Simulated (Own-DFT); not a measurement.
Simulation results for GaP (zincblende, atoms displaced)

Computed with Own-DFT development build. A calculation, not a measurement: plane-wave PBE density functional theory by an unreviewed code, no spin, of a simulated periodic cell, stress positive in tension, free energy of the whole cell less one offset for each atom, forces on such cells passed a denser k mesh, this cell's mesh not checked; offsets are fitted by least squares, one for each functional and potential file, so energies compare only between cells with the same atoms and settings and are not formation energies; the far tail of each file's local potential was reset to the Coulomb form; each entry is a single point on an unrelaxed cell, so the pressure reflects the starting lattice, mostly measured values (interpolated for alloys), from which strain is counted, and rises with the displacements; printed positions are rounded, which can move forces by about a meV/angstrom; the program, named Own-DFT, is a retired in-house code; no spin-orbit coupling.

Settings shared by all entries: functional PBE; potential files PseudoDojo norm-conserving, scalar-relativistic, standard set; wave cutoff 42 hartree; occupations Fermi-Dirac; smearing width 0.1 eV; k mesh 3 x 3 x 3 centred on Gamma.

(1) GaP (zincblende, atoms displaced)

```cif
# cell vector a (Å): 10.9010 0.0000 0.0000
# cell vector b (Å): 0.0000 10.9010 0.0000
# cell vector c (Å): 0.0000 0.0000 10.9010
data_GaP
_symmetry_space_group_name_H-M 'P 1'
_symmetry_Int_Tables_number 1
_cell_length_a 10.9010
_cell_length_b 10.9010
_cell_length_c 10.9010
_cell_angle_alpha 90.000
_cell_angle_beta 90.000
_cell_angle_gamma 90.000
_cell_volume 1295.39
loop_
_atom_site_label
_atom_site_type_symbol
_atom_site_fract_x
_atom_site_fract_y
_atom_site_fract_z
_atom_site_occupancy
Ga1 Ga 0.99728 0.00216 0.99997 1
Ga2 Ga 0.99791 0.24724 0.24972 1
Ga3 Ga 0.24742 0.00186 0.24719 1
Ga4 Ga 0.24983 0.24947 0.00054 1
P1 P 0.12317 0.12373 0.12346 1
P2 P 0.12406 0.37764 0.37676 1
P3 P 0.37590 0.12265 0.37615 1
P4 P 0.37744 0.37637 0.12374 1
Ga5 Ga 0.00156 0.00025 0.49920 1
Ga6 Ga 0.00071 0.24945 0.74976 1
Ga7 Ga 0.25045 0.00123 0.74914 1
Ga8 Ga 0.24930 0.24933 0.50061 1
P5 P 0.12528 0.12314 0.62480 1
P6 P 0.12603 0.37360 0.87633 1
P7 P 0.37333 0.12375 0.87249 1
P8 P 0.37512 0.37486 0.62281 1
Ga9 Ga 0.00041 0.49985 0.99726 1
Ga10 Ga 0.00189 0.74807 0.24958 1
Ga11 Ga 0.25141 0.49908 0.24900 1
Ga12 Ga 0.25133 0.74987 0.00278 1
P9 P 0.12577 0.62348 0.12624 1
P10 P 0.12597 0.87509 0.37686 1
P11 P 0.37520 0.62470 0.37656 1
P12 P 0.37508 0.87403 0.12151 1
Ga13 Ga 0.00080 0.49569 0.50094 1
Ga14 Ga 0.99772 0.74978 0.75132 1
Ga15 Ga 0.25211 0.50098 0.75136 1
Ga16 Ga 0.24764 0.74862 0.50019 1
P13 P 0.12585 0.62720 0.62817 1
P14 P 0.12603 0.87688 0.87350 1
P15 P 0.37664 0.62750 0.87634 1
P16 P 0.37651 0.87790 0.62936 1
Ga17 Ga 0.49955 0.99965 0.99784 1
Ga18 Ga 0.49864 0.24866 0.24878 1
Ga19 Ga 0.74721 0.99832 0.24922 1
Ga20 Ga 0.75045 0.24855 0.99739 1
P17 P 0.62703 0.12546 0.12403 1
P18 P 0.62199 0.37295 0.37454 1
P19 P 0.87686 0.12416 0.37388 1
P20 P 0.87543 0.37553 0.12625 1
Ga21 Ga 0.50312 0.99964 0.49960 1
Ga22 Ga 0.50014 0.24754 0.75118 1
Ga23 Ga 0.74878 0.99976 0.74687 1
Ga24 Ga 0.74780 0.24565 0.50038 1
P21 P 0.62635 0.12697 0.62491 1
P22 P 0.62303 0.37336 0.87627 1
P23 P 0.87353 0.12572 0.87125 1
P24 P 0.87551 0.37536 0.62507 1
Ga25 Ga 0.50065 0.50454 0.00047 1
Ga26 Ga 0.49949 0.74998 0.24910 1
Ga27 Ga 0.75299 0.49837 0.25019 1
Ga28 Ga 0.74917 0.74930 0.00075 1
P25 P 0.62262 0.62595 0.12221 1
P26 P 0.62881 0.87678 0.37668 1
P27 P 0.87786 0.62357 0.37748 1
P28 P 0.87420 0.87631 0.12547 1
Ga29 Ga 0.50049 0.50201 0.50354 1
Ga30 Ga 0.49813 0.74837 0.74962 1
Ga31 Ga 0.74987 0.49884 0.74927 1
Ga32 Ga 0.75278 0.74993 0.50205 1
P29 P 0.62347 0.62416 0.62803 1
P30 P 0.62635 0.87485 0.87217 1
P31 P 0.87368 0.62343 0.87411 1
P32 P 0.87466 0.87050 0.62626 1
```

It finds free energy of cell above offsets -35.780 eV; pressure 2.7 GPa; stress xx -2.71 GPa; stress yy -2.69 GPa; stress zz -2.71 GPa; stress yz 0.11 GPa; stress xz 0.15 GPa; stress xy 0.07 GPa.

Force:
```tsv
element	x (eV/Å)	y (eV/Å)	z (eV/Å)
Ga	0.055	-0.274	-0.339
Ga	0.353	0.443	0.066
Ga	0.338	-0.349	0.241
Ga	0.182	0.014	0.025
P	0.045	0.329	0.068
P	0.248	-0.646	-0.468
P	-0.21	0.14	-0.245
P	-0.232	-0.17	-0.016
Ga	-0.279	-0.256	0.169
Ga	0.054	0.108	-0.073
Ga	-0.163	-0.136	0.048
Ga	0.012	0.042	-0.188
P	-0.064	0.238	0.017
P	0.011	0.118	-0.252
P	0.11	0.188	0.39
P	0.015	-0.099	0.444
Ga	-0.032	-0.036	0.279
Ga	-0.16	0.264	0.156
Ga	0.019	-0.027	0.229
Ga	-0.404	-0.006	-0.388
P	-0.017	0.027	-0.296
P	-0.045	-0.027	-0.406
P	0.017	0.089	-0.123
P	0.064	0.371	0.542
Ga	0.08	0.598	0.318
Ga	0.328	-0.004	0.186
Ga	-0.025	-0.102	-0.024
Ga	0.453	0.295	0.254
P	-0.244	-0.424	-0.161
P	-0.219	-0.199	0.355
P	-0.297	-0.243	-0.019
P	-0.092	-0.369	-0.732
Ga	0.211	0.029	-0.039
Ga	0.056	-0.039	0.053
Ga	0.378	0.298	0.025
Ga	0.078	0.264	0.219
P	-0.349	-0.135	-0.062
P	0.314	0.252	0.13
P	-0.429	-0.217	0.162
P	0.07	-0.234	-0.457
Ga	-0.183	-0.022	0.237
Ga	-0.159	0.337	-0.175
Ga	0.151	-0.125	0.07
Ga	0.407	0.591	-0.321
P	-0.306	-0.37	0.099
P	0.104	0.264	-0.087
P	0.101	-0.162	0.152
P	-0.209	-0.36	-0.055
Ga	-0.08	-0.472	-0.275
Ga	0.057	0.167	0.25
Ga	-0.487	0.221	0.161
Ga	0.117	0.194	-0.188
P	0.556	-0.066	0.667
P	-0.38	-0.549	-0.104
P	-0.21	0.043	-0.178
P	0.12	-0.334	-0.014
Ga	0.026	-0.258	-0.391
Ga	0.212	0.327	0.123
Ga	-0.136	-0.179	0.165
Ga	-0.311	-0.347	-0.165
P	0.311	0.197	-0.28
P	-0.143	-0.067	0.186
P	0.003	0.105	0.187
P	0.211	0.751	-0.149
```

(2) GaP (zincblende, atoms displaced)

```cif
# cell vector a (Å): 10.9010 0.0000 0.0000
# cell vector b (Å): 0.0000 10.9010 0.0000
# cell vector c (Å): 0.0000 0.0000 10.9010
data_GaP
_symmetry_space_group_name_H-M 'P 1'
_symmetry_Int_Tables_number 1
_cell_length_a 10.9010
_cell_length_b 10.9010
_cell_length_c 10.9010
_cell_angle_alpha 90.000
_cell_angle_beta 90.000
_cell_angle_gamma 90.000
_cell_volume 1295.39
loop_
_atom_site_label
_atom_site_type_symbol
_atom_site_fract_x
_atom_site_fract_y
_atom_site_fract_z
_atom_site_occupancy
Ga1 Ga 0.00274 0.99950 0.99997 1
Ga2 Ga 0.99803 0.25187 0.25167 1
Ga3 Ga 0.25083 0.99938 0.25273 1
Ga4 Ga 0.25320 0.25398 0.00083 1
P1 P 0.12481 0.12831 0.12415 1
P2 P 0.12527 0.37483 0.37442 1
P3 P 0.37551 0.12516 0.37762 1
P4 P 0.37237 0.37597 0.12642 1
Ga5 Ga 0.00093 0.00070 0.49888 1
Ga6 Ga 0.99781 0.24903 0.74751 1
Ga7 Ga 0.24935 0.00041 0.74822 1
Ga8 Ga 0.25011 0.25061 0.49835 1
P5 P 0.12356 0.12582 0.62714 1
P6 P 0.12477 0.37564 0.87212 1
P7 P 0.37271 0.12776 0.87774 1
P8 P 0.37616 0.37522 0.62577 1
Ga9 Ga 0.00137 0.49953 0.00144 1
Ga10 Ga 0.00006 0.75263 0.25011 1
Ga11 Ga 0.24767 0.49998 0.25046 1
Ga12 Ga 0.25036 0.74860 0.00140 1
P9 P 0.12557 0.62891 0.12857 1
P10 P 0.12044 0.87348 0.37179 1
P11 P 0.37847 0.62601 0.37507 1
P12 P 0.37643 0.87636 0.12658 1
Ga13 Ga 0.99369 0.50298 0.49962 1
Ga14 Ga 0.00146 0.75293 0.74767 1
Ga15 Ga 0.24986 0.50040 0.75261 1
Ga16 Ga 0.24578 0.75213 0.50267 1
P13 P 0.12330 0.62854 0.62208 1
P14 P 0.12634 0.87493 0.87678 1
P15 P 0.37524 0.62423 0.87435 1
P16 P 0.37180 0.87364 0.62343 1
Ga17 Ga 0.50129 0.00211 0.00200 1
Ga18 Ga 0.49828 0.24884 0.24886 1
Ga19 Ga 0.74750 0.00181 0.25130 1
Ga20 Ga 0.75170 0.25022 0.00184 1
P17 P 0.62415 0.12925 0.12586 1
P18 P 0.62342 0.37374 0.37749 1
P19 P 0.87581 0.12428 0.37844 1
P20 P 0.87494 0.37463 0.12689 1
Ga21 Ga 0.49812 0.99753 0.50050 1
Ga22 Ga 0.50076 0.25101 0.74975 1
Ga23 Ga 0.75142 0.99943 0.74834 1
Ga24 Ga 0.75122 0.25014 0.50217 1
P21 P 0.62279 0.12449 0.62782 1
P22 P 0.62602 0.37585 0.87693 1
P23 P 0.87588 0.12614 0.87499 1
P24 P 0.87506 0.37359 0.62377 1
Ga25 Ga 0.50099 0.50009 0.99964 1
Ga26 Ga 0.49977 0.74813 0.24958 1
Ga27 Ga 0.75098 0.49820 0.25099 1
Ga28 Ga 0.74914 0.74745 0.99948 1
P25 P 0.62642 0.62510 0.12410 1
P26 P 0.62603 0.87329 0.37906 1
P27 P 0.87119 0.62502 0.37227 1
P28 P 0.87279 0.87702 0.12273 1
Ga29 Ga 0.50172 0.50002 0.49885 1
Ga30 Ga 0.50185 0.74943 0.74918 1
Ga31 Ga 0.75439 0.50252 0.74824 1
Ga32 Ga 0.74844 0.74714 0.50211 1
P29 P 0.62749 0.62979 0.62479 1
P30 P 0.62325 0.87294 0.87500 1
P31 P 0.87408 0.62414 0.87671 1
P32 P 0.87511 0.87336 0.62379 1
```

Results for GaP (zincblende, atoms displaced): free energy of cell above offsets -35.745 eV; pressure 2.71 GPa; stress xx -2.71 GPa; stress yy -2.72 GPa; stress zz -2.71 GPa; stress yz -0.15 GPa; stress xz 0.11 GPa; stress xy 0.06 GPa.

Force:
```tsv
element	x (eV/Å)	y (eV/Å)	z (eV/Å)
Ga	-0.161	0.226	0.044
Ga	0.183	-0.321	-0.018
Ga	-0.219	0.224	-0.272
Ga	-0.566	-0.147	-0.117
P	0.143	-0.174	0.254
P	-0.329	0.271	0.311
P	-0.038	-0.136	-0.216
P	0.43	0.258	0.003
Ga	-0.004	-0.179	0.254
Ga	0.133	0.17	0.33
Ga	0.112	0.052	0.392
Ga	-0.053	0.043	0.358
P	0.212	-0.07	-0.473
P	-0.149	-0.152	0.315
P	0.348	-0.312	-0.383
P	-0.165	0.181	-0.122
Ga	0.044	0.119	0.006
Ga	-0.658	-0.183	-0.294
Ga	0.282	0.244	0.215
Ga	0.226	0.221	-0.044
P	-0.156	-0.425	-0.31
P	0.587	0.391	0.514
P	-0.7	-0.091	0.194
P	-0.078	-0.115	-0.085
Ga	0.541	-0.175	-0.182
Ga	-0.165	-0.212	0.476
Ga	-0.078	0.133	-0.55
Ga	0.296	-0.162	-0.755
P	-0.033	-0.677	0.419
P	0.047	-0.064	-0.241
P	0.083	0.161	0.115
P	0.279	0.122	0.347
Ga	-0.137	-0.066	-0.232
Ga	-0.107	0.292	0.289
Ga	0.108	-0.115	0.073
Ga	-0.054	0.088	-0.221
P	0.19	-0.375	-0.016
P	0.262	-0.109	-0.35
P	-0.214	0.183	-0.359
P	0.096	0.113	-0.142
Ga	0.19	0.142	0.115
Ga	-0.109	-0.012	0.382
Ga	-0.151	-0.056	0.266
Ga	-0.399	-0.27	-0.094
P	0.197	-0.098	-0.339
P	0.192	0.014	-0.361
P	-0.085	-0.245	0.054
P	-0.022	0.301	0.137
Ga	-0.119	-0.033	0.15
Ga	0.283	0.28	0.016
Ga	-0.46	-0.061	-0.117
Ga	0.03	0.3	-0.033
P	-0.145	-0.222	0.262
P	-0.175	0.111	-0.457
P	0.268	0.263	0.142
P	0.036	-0.077	0.191
Ga	-0.081	0.182	0.346
Ga	-0.417	0.134	0.041
Ga	-0.447	-0.241	0.184
Ga	0.435	0.408	-0.363
P	-0.366	-0.923	0.2
P	0.233	0.394	0.065
P	0.553	0.222	-0.218
P	0.026	0.25	-0.097
```
